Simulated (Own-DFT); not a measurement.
# Which defects push the lattice out? wurtzite GaN

Everything here is calculated. The program is Own-DFT (plane waves, in-house, since retired, never reviewed by a person); positions were held fixed, and spin and spin-orbit coupling were off.

All runs used: PBE; PseudoDojo norm-conserving scalar-relativistic files; cutoff 42 hartree; 4 x 4 x 3 k mesh centred on Gamma; Fermi-Dirac smearing of 0.1 eV.

Limits (not all hold for every row): not probed for a lower state with spin; forces not confirmed at this smearing and k mesh; stress not checked against mesh or cutoff.

All runs share one cell, with vectors in Å (9.567, 0.000, 0.000); (-4.784, 8.285, 0.000); (0.000, 0.000, 10.370) and a volume of 822.0 Å³. Atoms were moved at random from their sites; u is the rms move along one axis. The defect's site can differ from row to row.

```
               cell  formula   u (Å)  P (GPa)
          no defect  Ga36N36  0.0190     5.88
          no defect  Ga36N36  0.0202     5.94
          no defect  Ga36N36  0.0502     7.65
one Ga on an N site  Ga37N35  0.0299    11.94
one Ga on an N site  Ga37N35  0.0305    12.12
one Ga on an N site  Ga37N35  0.0496    13.22
one Ga on an N site  Ga37N35  0.0531        ?
 one N on a Ga site  Ga35N37  0.0287     5.58
 one N on a Ga site  Ga35N37  0.0500     6.71
 one N on a Ga site  Ga35N37  0.0529     7.18
```

## What the rows give

P = P0 + c u² + a shift for each defect gives P0 = 5.63 GPa, c = 788 ± 37 GPa/Å² and a scatter of 0.10 GPa. The shifts, and each times the cell's volume:

- one Ga on an N site: 5.68 ± 0.08 GPa, 29.1 eV
- one N on a Ga site: -0.75 ± 0.09 GPa, -3.8 eV

Against the defect-free cell, a freed cell would be larger where the shift is positive and smaller where it is negative (160.2 GPa Å³ is 1 eV). The atoms around the defects weren't relaxed, which would change these numbers.

## Prediction

Q: what pressure belongs in the blank (one Ga on an N site, u = 0.0531 Å)?

Estimate: 13.52 ± 0.12 GPa. The calculation gave 13.29 GPa.
